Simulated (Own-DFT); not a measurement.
## Calculated data, Si₂₄O₄₇ (quartz with one vacancy, atoms displaced), Ti₁₂O₂₃ (rutile with two vacancies, strained, atoms displaced)

All values are calculated (Own-DFT development build). A calculation, not a measurement: plane-wave PBE density functional theory by an unreviewed code, no spin, of a simulated periodic cell, stress positive in tension, free energy of the whole cell less one offset for each atom, defect cell not probed for a lower state with spin; oxygen file: force components 24 meV/angstrom off all-electron in one glass; forces on such cells passed a denser k mesh, this cell's mesh not checked; offsets are fitted by least squares, one for each functional and potential file, so energies compare only between cells with the same atoms and settings and are not formation energies; the far tail of each file's local potential was reset to the Coulomb form; each entry is a single point on an unrelaxed cell, so the pressure reflects the starting lattice, mostly measured values (interpolated for alloys), from which strain is counted, and rises with the displacements; printed positions are rounded, which can move forces by about a meV/angstrom; the program, named Own-DFT, is a retired in-house code; no spin-orbit coupling; before rounding, a Quantum ESPRESSO 7.3.1 run of the same cell and cutoff gave forces within 1 meV/angstrom rms on each cell, which checks the program and not the settings.

Common to all runs: functional PBE; potential files PseudoDojo norm-conserving, scalar-relativistic, standard set; wave cutoff 72 hartree; occupations Fermi-Dirac; smearing width 0.1 eV.

(1) Si₂₄O₄₇ (quartz with one vacancy, atoms displaced)

```
Si24O47
1.0
      9.8268     0.0000     0.0000
     -4.9134     8.5103     0.0000
      0.0000     0.0000    10.8104
Si O Si O Si O Si O Si O Si O Si O Si O
3 6 3 6 3 6 3 6 3 5 3 6 3 6 3 6
Direct
  0.23245 0.99608 0.00096
  0.99697 0.23239 0.33505
  0.26182 0.25756 0.17010
  0.20628 0.13276 0.05836
  0.42871 0.29155 0.22546
  0.36905 0.07621 0.39662
  0.07851 0.36887 0.44170
  0.13301 0.20431 0.27466
  0.29112 0.42207 0.10378
  0.23910 0.99449 0.49710
  0.99894 0.23487 0.83411
  0.27018 0.26823 0.66758
  0.20416 0.13266 0.56050
  0.41712 0.29230 0.72329
  0.36458 0.07143 0.88833
  0.07685 0.36901 0.94003
  0.13532 0.20009 0.76760
  0.29362 0.42185 0.60887
  0.22696 0.49259 0.00185
  0.99828 0.73647 0.33564
  0.26220 0.76091 0.16356
  0.20492 0.62651 0.06460
  0.42446 0.79063 0.22454
  0.36563 0.57002 0.39591
  0.06891 0.86596 0.44465
  0.12653 0.70362 0.27472
  0.29867 0.93115 0.11035
  0.23728 0.49959 0.49824
  0.99648 0.73453 0.82863
  0.26767 0.76776 0.66954
  0.20449 0.62906 0.55981
  0.43053 0.79385 0.72585
  0.37027 0.57519 0.89467
  0.07304 0.86345 0.93606
  0.13185 0.70432 0.77393
  0.29801 0.92323 0.60983
  0.74059 0.00206 0.00286
  0.50584 0.24029 0.33342
  0.76534 0.26484 0.16679
  0.70838 0.13598 0.06188
  0.92690 0.29215 0.22268
  0.86843 0.07218 0.38790
  0.56663 0.36203 0.44193
  0.63200 0.20690 0.27245
  0.73759 0.99702 0.49829
  0.50434 0.23022 0.83308
  0.76063 0.26091 0.66704
  0.70489 0.13050 0.55891
  0.93284 0.29692 0.72806
  0.86846 0.07512 0.89099
  0.57420 0.36780 0.93656
  0.63067 0.20549 0.77791
  0.79373 0.43003 0.60239
  0.73485 0.50048 0.99998
  0.50409 0.73721 0.33673
  0.76253 0.76518 0.16817
  0.70599 0.62980 0.06080
  0.92806 0.79203 0.22323
  0.86834 0.57076 0.39516
  0.57080 0.86533 0.43387
  0.63398 0.70425 0.27188
  0.79928 0.92461 0.10475
  0.73738 0.50092 0.50024
  0.49862 0.73254 0.83557
  0.76888 0.76547 0.66393
  0.70690 0.63529 0.55893
  0.92995 0.79729 0.72369
  0.86541 0.57132 0.89756
  0.57905 0.87307 0.93638
  0.63524 0.70730 0.77420
  0.79801 0.92236 0.61112
```

- k mesh: 3 x 3 x 2 centred on Gamma
- free energy of cell above offsets: -22.677 eV
- pressure: 7.6 GPa
- stress xx: -7.61 GPa
- stress yy: -8.06 GPa
- stress zz: -7.12 GPa
- stress yz: -0.83 GPa
- stress xz: 0.52 GPa
- stress xy: -1.12 GPa

Force:
| element | x (eV/Å) | y (eV/Å) | z (eV/Å) |
| --- | --- | --- | --- |
| Si | 0.564 | 0.644 | -1.092 |
| Si | 1.458 | 3.016 | -1.032 |
| Si | 0.446 | 1.818 | -1.443 |
| O | -0.175 | -0.542 | -0.118 |
| O | -0.49 | 0.188 | -0.374 |
| O | 1.37 | 0.377 | -1.721 |
| O | -1.691 | -2.354 | -1.503 |
| O | -0.87 | -0.47 | 0.94 |
| O | 0.769 | -0.985 | 1.326 |
| Si | -2.502 | 1.873 | 3.128 |
| Si | 3.53 | 0.164 | -1.2 |
| Si | -3.999 | -3.145 | -2.921 |
| O | 1.32 | -1.69 | -1.271 |
| O | 8.748 | 0.439 | 4.371 |
| O | -0.428 | -1.13 | 1.056 |
| O | -2.344 | -2.608 | -1.563 |
| O | -3.585 | -0.201 | 2.941 |
| O | -1.597 | 3.266 | -1.961 |
| Si | 3.629 | 2.757 | -0.097 |
| Si | -0.086 | -0.258 | -0.368 |
| Si | -0.633 | 0.961 | 2.302 |
| O | -0.997 | -0.089 | -0.869 |
| O | 1.05 | -0.163 | 0.917 |
| O | 2 | 1.811 | -2.162 |
| O | 0.029 | -0.252 | -0.169 |
| O | 1.72 | 0.27 | -1.095 |
| O | -0.194 | -0.501 | -0.338 |
| Si | 0.351 | -0.284 | 3.344 |
| Si | 0.949 | -1.067 | 1.256 |
| Si | 0.896 | -3.385 | -0.192 |
| O | -0.347 | 1.291 | 0.925 |
| O | -0.119 | 0.166 | -0.066 |
| O | -1.45 | -1.871 | 1.498 |
| O | -0.112 | 0.579 | 0.955 |
| O | 0.084 | -0.239 | 0.066 |
| O | -1.165 | 2.538 | -1.794 |
| Si | -1.042 | -0.008 | -1.178 |
| Si | -1.494 | -1.785 | -0.127 |
| Si | -2.179 | 3.44 | -1.531 |
| O | 0.536 | -1.897 | -1.375 |
| O | 1.418 | 0.123 | 1.126 |
| O | -1.247 | -2.455 | 1.611 |
| O | 0.966 | 2.419 | 1.651 |
| O | 1.163 | -0.538 | 0.342 |
| Si | 0.161 | -0.381 | 1.001 |
| Si | -6.602 | 2.094 | 0.678 |
| Si | 1.343 | 1.824 | 0.262 |
| O | 0.284 | -0.435 | -0.189 |
| O | -2.812 | 0.136 | -1.756 |
| O | -0.396 | -1.117 | 0.996 |
| O | -0.527 | -0.394 | -0.229 |
| O | 4.879 | -0.551 | -2.867 |
| O | 1.994 | -2.685 | 3.013 |
| Si | 1.107 | -3.175 | 2.443 |
| Si | -1.714 | -3.928 | -3.848 |
| Si | 2.191 | -1.158 | -1.206 |
| O | -1.101 | 1.309 | 0.897 |
| O | -0.335 | 0.183 | 0.32 |
| O | 0.01 | 0.183 | -0.715 |
| O | 1.051 | 3.721 | 3.639 |
| O | -1.192 | -0.357 | 1.555 |
| O | -0.331 | 1.19 | -0.038 |
| Si | -2.675 | -0.148 | -1.488 |
| Si | 1.209 | 1.224 | -0.82 |
| Si | -0.861 | -2.5 | 2.629 |
| O | 0.108 | -0.895 | -1.057 |
| O | 0.397 | 0.056 | -0.3 |
| O | 1.453 | 1.353 | -2.142 |
| O | -0.087 | 0.133 | 0.68 |
| O | 0.673 | -0.022 | -0.413 |
| O | -2.472 | 4.116 | -3.242 |

(2) Ti₁₂O₂₃ (rutile with two vacancies, strained, atoms displaced)

```
Ti12O23
1.0
      9.1104    -0.0649     0.0575
     -0.0649     9.3552     0.1653
      0.0555     0.1597     8.8441
Ti O Ti O Ti O Ti O Ti O Ti O Ti O Ti O Ti O Ti O Ti O Ti O
2 4 2 4 2 4 2 4 2 2 2 4 2 4 2 4 2 4 2 4 2 4 2 4
Direct
  0.99742 0.00143 0.99507
  0.25069 0.25335 0.16634
  0.15727 0.15216 0.99842
  0.34601 0.34873 0.00183
  0.40141 0.09846 0.16235
  0.09738 0.39940 0.17340
  0.99803 0.00311 0.33220
  0.25402 0.25030 0.49695
  0.15282 0.14924 0.33344
  0.35388 0.34261 0.33737
  0.40520 0.09558 0.50231
  0.10062 0.40353 0.50461
  0.00231 0.00381 0.65762
  0.24953 0.25098 0.83552
  0.15283 0.15681 0.66850
  0.34882 0.34806 0.67069
  0.40503 0.10124 0.83797
  0.09238 0.41179 0.83377
  0.00635 0.50133 0.99649
  0.25386 0.74941 0.16511
  0.14608 0.65248 0.99398
  0.34755 0.84914 0.99822
  0.39741 0.59497 0.17209
  0.09777 0.90567 0.17109
  0.00196 0.49996 0.33518
  0.25013 0.74598 0.49465
  0.39964 0.59714 0.50378
  0.09601 0.89819 0.50261
  0.99928 0.49703 0.66729
  0.25630 0.74915 0.83407
  0.15300 0.65342 0.66982
  0.34764 0.84939 0.66806
  0.40166 0.59762 0.83120
  0.09758 0.89947 0.83190
  0.50367 0.00255 0.00169
  0.75377 0.24831 0.16564
  0.65482 0.15326 0.99902
  0.84565 0.34684 0.99743
  0.90890 0.09972 0.16672
  0.59654 0.40398 0.16696
  0.49838 0.00483 0.33180
  0.75293 0.25370 0.49833
  0.65263 0.15398 0.33325
  0.84698 0.34147 0.33637
  0.90250 0.10079 0.50566
  0.59213 0.40084 0.50577
  0.49957 0.00009 0.66879
  0.75083 0.24918 0.83553
  0.65416 0.15577 0.66523
  0.84641 0.34777 0.66170
  0.89885 0.09935 0.83735
  0.60054 0.39823 0.83448
  0.49912 0.49897 0.00595
  0.74707 0.75158 0.16423
  0.65604 0.65249 0.99767
  0.84595 0.84773 0.00031
  0.90634 0.59606 0.16646
  0.59700 0.90496 0.16645
  0.49810 0.50009 0.33010
  0.75042 0.74558 0.49477
  0.65092 0.65035 0.33123
  0.84282 0.83862 0.33863
  0.90045 0.60309 0.49594
  0.59561 0.90628 0.50051
  0.50120 0.50644 0.66418
  0.74763 0.75194 0.82985
  0.65150 0.65279 0.66379
  0.84881 0.84833 0.66268
  0.90223 0.60374 0.83555
  0.59685 0.90529 0.83693
```

- k mesh: 3 x 3 x 3 centred on Gamma
- free energy of cell above offsets: -14.238 eV
- pressure: 4.23 GPa
- stress xx: -5.04 GPa
- stress yy: -2.02 GPa
- stress zz: -5.63 GPa
- stress yz: 4.96 GPa
- stress xz: 1.99 GPa
- stress xy: -3.03 GPa

Force:
| element | x (eV/Å) | y (eV/Å) | z (eV/Å) |
| --- | --- | --- | --- |
| Ti | 0.589 | -0.712 | -0.84 |
| Ti | -0.419 | -0.539 | -0.156 |
| O | -0.625 | -0.058 | 0.755 |
| O | 0.235 | 0.497 | -0.158 |
| O | -0.161 | -0.316 | 0.772 |
| O | 0.385 | 0.349 | 0.133 |
| Ti | 0.508 | -0.546 | -0.367 |
| Ti | -0.105 | -0.209 | 1.425 |
| O | 0.072 | 0.181 | 0.489 |
| O | -0.134 | 0.267 | -0.81 |
| O | -0.848 | 0.204 | -0.804 |
| O | 0.069 | 0.519 | -0.691 |
| Ti | 0.196 | -0.914 | 1.472 |
| Ti | 0.648 | -0.322 | -1.03 |
| O | -0.234 | -0.276 | 0.163 |
| O | -0.211 | -0.028 | -0.553 |
| O | -0.292 | 0.045 | -0.293 |
| O | 0.989 | -1.27 | -0.114 |
| Ti | -1.135 | 0.625 | 0.414 |
| Ti | -0.941 | 0.412 | -2.081 |
| O | 0.694 | 0.202 | 1.322 |
| O | 0.078 | -0.279 | 0.86 |
| O | -0.702 | 0.698 | -0.5 |
| O | 0.638 | -0.923 | 0.418 |
| Ti | -1.295 | -0.544 | -0.561 |
| Ti | -0.176 | 0.149 | 3.139 |
| O | -0.793 | 0.853 | -1.103 |
| O | 0.557 | -0.002 | -0.586 |
| Ti | -0.37 | 0.898 | 0.097 |
| Ti | -0.589 | 0.309 | -0.81 |
| O | -0.075 | -0.111 | -0.949 |
| O | 0.152 | 0.028 | -0.908 |
| O | 0.162 | -0.069 | 0.591 |
| O | -0.318 | 0.74 | 0.433 |
| Ti | -0.342 | 0.223 | -0.89 |
| Ti | 0.072 | 0.135 | -0.238 |
| O | -0.334 | -0.387 | 0.975 |
| O | 0.465 | 0.253 | 0.36 |
| O | -0.783 | 0.222 | 0.107 |
| O | 0.153 | -0.075 | 0.227 |
| Ti | 1.416 | 1.014 | 0.855 |
| Ti | -1.212 | -0.246 | 1.336 |
| O | -0.62 | -0.6 | -0.148 |
| O | 1.046 | 1.226 | -1.186 |
| O | 0.034 | -0.2 | -0.897 |
| O | 0.347 | 0.248 | -0.677 |
| Ti | 0.469 | 0.21 | 0.044 |
| Ti | -0.517 | 0.467 | -0.918 |
| O | -0.473 | -0.662 | 0.384 |
| O | 0.674 | 0.572 | 0.086 |
| O | 0.573 | -0.362 | -0.257 |
| O | -0.65 | 0.862 | 0.432 |
| Ti | 0.748 | -0.302 | -1.947 |
| Ti | 0.513 | -0.369 | -0.292 |
| O | -0.853 | -0.335 | 0.776 |
| O | 0.206 | 0.32 | -0.004 |
| O | 0.037 | 0.282 | 0.79 |
| O | -0.178 | -0.531 | 0.897 |
| Ti | 0.878 | -0.281 | 1.399 |
| Ti | -0.277 | 0.345 | 1.06 |
| O | -0.609 | -0.316 | 0.094 |
| O | 1.126 | 1.672 | -1.554 |
| O | 1.087 | -0.857 | -0.281 |
| O | -0.359 | -0.41 | -0.619 |
| Ti | 0.384 | -1.266 | 0.936 |
| Ti | 0.752 | 0.073 | -0.467 |
| O | -0.206 | -0.007 | 0.753 |
| O | -0.293 | -0.001 | 0.047 |
| O | -0.074 | -0.489 | -0.287 |
| O | 0.252 | -0.288 | -0.062 |

(3) Ti₁₂O₂₃ (rutile with two vacancies, strained, atoms displaced)

```
Ti12O23
1.0
      9.0342     0.0962     0.1365
      0.0962     9.2712     0.0225
      0.1319     0.0217     9.0069
Ti O Ti O Ti O Ti O Ti O Ti O Ti O Ti O Ti O Ti O Ti O Ti O
2 4 2 4 2 3 2 4 2 4 2 4 2 4 2 4 2 3 2 4 2 4 2 4
Direct
  0.99289 0.00934 0.01245
  0.26614 0.26222 0.17648
  0.14855 0.17867 0.00194
  0.35037 0.34992 0.00220
  0.40916 0.09652 0.16687
  0.09705 0.40542 0.16852
  0.00549 0.01004 0.33213
  0.25506 0.26744 0.49695
  0.15633 0.15338 0.33278
  0.34946 0.35109 0.32325
  0.41140 0.09278 0.51148
  0.08935 0.40057 0.51009
  0.98886 0.00100 0.66271
  0.24211 0.24355 0.83424
  0.16055 0.13404 0.66177
  0.33903 0.33581 0.67350
  0.10031 0.41261 0.82827
  0.01267 0.50466 0.02070
  0.25798 0.76480 0.15918
  0.15204 0.65373 0.00355
  0.35591 0.83993 0.98298
  0.39875 0.59440 0.16313
  0.10694 0.90676 0.16194
  0.00369 0.50281 0.32418
  0.25445 0.74431 0.49237
  0.14185 0.65353 0.34319
  0.34679 0.84712 0.32231
  0.39657 0.58826 0.49855
  0.10090 0.91014 0.48491
  0.01254 0.49177 0.65480
  0.24449 0.75276 0.82055
  0.16137 0.65183 0.65903
  0.35044 0.85109 0.67172
  0.42323 0.60942 0.83264
  0.10792 0.89798 0.84094
  0.48978 0.99634 0.99161
  0.76819 0.25684 0.15931
  0.64747 0.15286 0.99353
  0.84291 0.35480 0.01057
  0.90144 0.10568 0.17638
  0.59936 0.40005 0.16008
  0.49706 0.01159 0.33334
  0.73185 0.24928 0.50435
  0.65239 0.15912 0.33561
  0.84354 0.35199 0.34008
  0.89366 0.11493 0.49865
  0.58957 0.38709 0.50021
  0.49110 0.99481 0.67052
  0.76313 0.23443 0.84347
  0.85253 0.35240 0.64507
  0.91021 0.09560 0.82235
  0.60586 0.40092 0.84215
  0.50015 0.50272 0.99076
  0.74842 0.74633 0.16292
  0.64653 0.63888 0.00275
  0.86040 0.85798 0.99367
  0.89656 0.59780 0.17274
  0.57949 0.90443 0.16458
  0.50756 0.48917 0.32741
  0.74539 0.76300 0.51315
  0.65161 0.65782 0.32622
  0.84095 0.84663 0.33856
  0.90862 0.60268 0.50620
  0.61156 0.90289 0.50653
  0.49641 0.49934 0.65677
  0.75215 0.75462 0.83883
  0.65633 0.66620 0.68604
  0.84182 0.84524 0.66565
  0.90543 0.58385 0.82843
  0.59033 0.90198 0.83301
```

- k mesh: 3 x 3 x 3 centred on Gamma
- free energy of cell above offsets: -7.894 eV
- pressure: 6.03 GPa
- stress xx: -8.37 GPa
- stress yy: -5.31 GPa
- stress zz: -4.41 GPa
- stress yz: 0.1 GPa
- stress xz: 3.56 GPa
- stress xy: 4.61 GPa

Force:
| element | x (eV/Å) | y (eV/Å) | z (eV/Å) |
| --- | --- | --- | --- |
| Ti | 1.426 | -1.296 | -1.158 |
| Ti | -0.774 | -1.918 | -3.554 |
| O | -0.852 | -2.161 | 0.46 |
| O | -0.322 | -0.862 | -0.299 |
| O | -1.477 | 1.338 | 0.069 |
| O | 1.145 | -1.087 | 0.696 |
| Ti | -0.157 | -1.167 | 2.103 |
| Ti | -1.117 | -2.051 | 1.671 |
| O | 0.465 | 0.842 | 0.203 |
| O | 0.434 | 0.583 | 2.191 |
| O | -0.504 | 1.427 | -0.589 |
| O | 3.771 | -3.143 | -4.883 |
| Ti | 1.702 | -0.418 | -2.146 |
| Ti | -1.474 | 0.981 | 0.038 |
| O | 0.21 | 0.936 | 0.617 |
| O | 1.752 | 1.533 | -1.202 |
| O | 1.263 | -1.776 | 1.201 |
| Ti | -0.64 | 1.641 | -5.699 |
| Ti | 0.767 | -1.822 | -0.343 |
| O | -0.079 | -0.25 | 0.224 |
| O | -0.286 | 0.923 | 1.122 |
| O | -0.235 | 0.139 | 1.255 |
| O | -1.164 | 1.208 | -0.256 |
| Ti | -2.308 | 1.153 | 3.942 |
| Ti | -1.452 | 0.513 | -0.599 |
| O | 1.236 | 0.363 | -0.509 |
| O | 0.363 | 0.144 | 1.13 |
| O | 0.687 | -0.014 | 0.014 |
| O | -0.221 | -0.303 | 0.902 |
| Ti | -4.288 | 3.058 | 4.338 |
| Ti | -0.636 | -1 | 0.98 |
| O | 0.213 | 0.458 | 0.068 |
| O | 0.473 | 0.55 | -1.186 |
| O | -1.558 | -0.738 | -1.291 |
| O | -1.097 | 1.144 | -0.322 |
| Ti | 1.091 | -0.054 | 1.918 |
| Ti | -2.666 | 1.052 | 2.911 |
| O | 0.868 | -0.329 | -0.204 |
| O | 1.36 | 0.012 | -1.864 |
| O | 0.665 | -0.954 | -0.801 |
| O | -0.264 | -0.049 | 1.371 |
| Ti | 1.431 | -0.222 | -1.017 |
| Ti | 3.335 | 0.114 | -0.55 |
| O | -1.188 | -1.226 | -0.368 |
| O | 0.206 | 0.089 | -0.819 |
| O | 1.372 | -2.51 | 0.465 |
| O | -1.839 | 1.941 | 0.149 |
| Ti | -0.439 | -1.815 | -1.129 |
| Ti | -1.782 | 3.099 | -0.264 |
| O | -1.702 | -1.636 | 1.168 |
| O | -0.474 | 0.536 | 1.531 |
| O | -0.05 | -0.772 | -1.721 |
| Ti | -0.199 | -0.531 | -0.202 |
| Ti | -1.367 | 0.758 | 2.171 |
| O | 2.463 | 2.895 | 0.442 |
| O | -1.064 | -0.328 | 0.702 |
| O | 0.72 | -0.26 | -0.269 |
| O | 1.8 | -0.763 | -0.424 |
| Ti | 1.571 | 2.247 | -2.54 |
| Ti | 1.988 | -3.076 | -2.018 |
| O | -0.886 | -1.008 | 0.281 |
| O | 0.807 | 0.741 | -1.297 |
| O | -0.255 | -0.179 | -0.822 |
| O | -2.523 | 2.565 | 0.24 |
| Ti | 0.667 | 0.524 | 3.162 |
| Ti | 0.961 | -2.979 | -0.446 |
| O | -1.29 | -1.642 | -1.389 |
| O | 1.977 | 1.839 | 1.128 |
| O | -1.085 | 2.051 | 1.403 |
| O | 0.526 | 0.944 | -0.087 |
